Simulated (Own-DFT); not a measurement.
# Response to strain: wurtzite AlN, 128 atoms (Al64N64)

These are calculations, not measurements. The program, named Own-DFT, is a retired in-house plane-wave density functional code that no person has reviewed. Each row is one single-point run on a periodic cell that was not relaxed, without spin or spin-orbit coupling.

Settings of every run: PBE; PseudoDojo norm-conserving scalar-relativistic files; cutoff 42 hartree; 3 x 3 x 3 k mesh centred on Gamma; Gaussian smearing of 0.01 eV.

Known limits: k mesh not checked against a denser one; stress not checked against mesh or cutoff.

Unstrained cell vectors in Å: (12.448, 0.000, 0.000); (-6.224, 10.780, 0.000); (0.000, 0.000, 9.964). The unstrained cell has measured lattice constants (interpolated for alloys), not those of this functional. That, the random moves and any unrelaxed bonds set the pressure at no strain. Each run strains this cell uniformly, with the atoms carried along. Every atom was also moved at random, by a Gaussian of width 0.05 Å on each axis. Strain is the symmetric tensor, in per cent. Stress is positive in tension, and the pressure is minus a third of its trace.

| run | e_xx (%) | e_yy (%) | e_zz (%) | e_yz (%) | e_xz (%) | e_xy (%) | s_xx (GPa) | s_yy (GPa) | s_zz (GPa) | s_yz (GPa) | s_xz (GPa) | s_xy (GPa) | P (GPa) | E (meV/atom) |
|---|---|---|---|---|---|---|---|---|---|---|---|---|---|---|
| 1 | 1.85 | 0.61 | -0.80 | -0.41 | 0.63 | -1.11 | 2.92 | -1.04 | -8.64 | -0.76 | 2.15 | -3.53 | 2.25 | 12.1 |
| 2 | 1.57 | -0.82 | 0.50 | 0.94 | -0.10 | 0.83 | 0.69 | -7.55 | -2.68 | 2.94 | -0.23 | 3.16 | 3.18 | 15.1 |
| 3 | 0.04 | 1.05 | 0.28 | 1.31 | -0.51 | 0.73 | -5.28 | 0.25 | -2.62 | 3.07 | -1.30 | 3.11 | 2.55 | 1.2 |
| 4 | -0.73 | -0.41 | -1.32 | 1.71 | 0.76 | -1.62 | -9.73 | -10.71 | -12.90 | 4.79 | 2.32 | -6.69 | 11.12 | 33.3 |
| 5 | -0.32 | 0.45 | 1.79 | -1.63 | -1.49 | -1.38 | -5.74 | -4.22 | 2.67 | -4.51 | -4.01 | -5.11 | 2.43 | 26.0 |
| 6 | 1.49 | -1.05 | 0.55 | 0.66 | -1.29 | 0.04 | 1.37 | -9.94 | -2.67 | 1.59 | -2.81 | 1.13 | 3.75 | 13.3 |
| 7 | 0.27 | -1.01 | -1.18 | -0.35 | 0.29 | 1.80 | -6.60 | -12.17 | -12.29 | -0.72 | 0.92 | 6.65 | 10.35 | 32.6 |
| 8 | -1.48 | 0.20 | -0.81 | -1.90 | -1.86 | -0.72 | -14.49 | -5.36 | -12.60 | -5.02 | -4.09 | -2.51 | 10.82 | 44.8 |
| 9 | 1.14 | 0.62 | 1.18 | -0.55 | -1.39 | -0.28 | -0.74 | -1.00 | 0.75 | -1.47 | -3.25 | -1.54 | 0.33 | 23.7 |
| 10 | 0.04 | 1.96 | 0.57 | 1.57 | -1.98 | 0.18 | -2.82 | 2.46 | -1.88 | 4.23 | -4.19 | -1.72 | 0.74 | 15.2 |
| 11 | 1.71 | 1.35 | 0.18 | -0.52 | -0.79 | 1.01 | 3.83 | 3.24 | -4.14 | -0.95 | -1.44 | 4.12 | -0.98 | 0.0 |
| 12 | 0.11 | 1.96 | 1.12 | -1.34 | 0.49 | -0.33 | -2.16 | 2.88 | 0.27 | -3.28 | 1.00 | -1.62 | -0.33 | 19.2 |
| 13 | 1.23 | 1.10 | 1.71 | -0.24 | -0.83 | -0.90 | -0.25 | 1.97 | 2.80 | -1.45 | -2.41 | -3.56 | -1.51 | 27.5 |
| 14 | 1.92 | 1.24 | 1.73 | -0.56 | 1.93 | 1.24 | 3.54 | 3.42 | 4.12 | -1.43 | 4.56 | 4.42 | -3.69 | 12.8 |
| 15 | -1.01 | -0.19 | 1.45 | -0.76 | 0.79 | -1.37 | -9.34 | -7.59 | -1.20 | -2.00 | 2.15 | -5.77 | 6.05 | 28.7 |
| 16 | 1.33 | 1.69 | 1.32 | -0.98 | 0.61 | 1.61 | ? | ? | ? | ? | ? | ? | ? | ? |

E is the free energy for each atom above the lowest run shown.

## Worked fit

Each stress component was fitted by least squares to a constant and the strains of the runs shown, as fractions, with shears doubled. Shear strains stay in the fit of a normal stress only where such slopes are resolved. The slopes, in GPa:

```
stress,at no strain,per e_xx,per e_yy,per e_zz,scatter
s_xx,-6.0,454 ± 27,87 ± 32,42 ± 30,1.09
s_yy,-6.2,126 ± 26,493 ± 30,40 ± 29,1.05
s_zz,-6.3,85 ± 21,57 ± 25,478 ± 24,0.85
```

Each shear stress against twice its own strain: yz 130 ± 4, xz 119 ± 4, xy 184 ± 10 GPa. These are stiffnesses along x, y and z of the frame in which the cell vectors are given, which need not be the crystal's axes. The atoms are held to the strained lattice; where symmetry lets them move under strain, relaxing them would lower some slopes. The table should be nearly symmetric about its diagonal, and what it lacks of that shows the noise. A ninth of its sum, 207 ± 5 GPa, estimates the bulk modulus near the mean pressure of these runs, 3.1 GPa, so it lies above the value at zero pressure.

## Withheld run

Question: what normal stresses and pressure should run 16 give?

The fit gives s_xx = 2.1, s_yy = 4.3, s_zz = 2.1 and P = -2.8 GPa. The calculation gave 2.00, 4.53, 1.64 and P = -2.72 GPa.
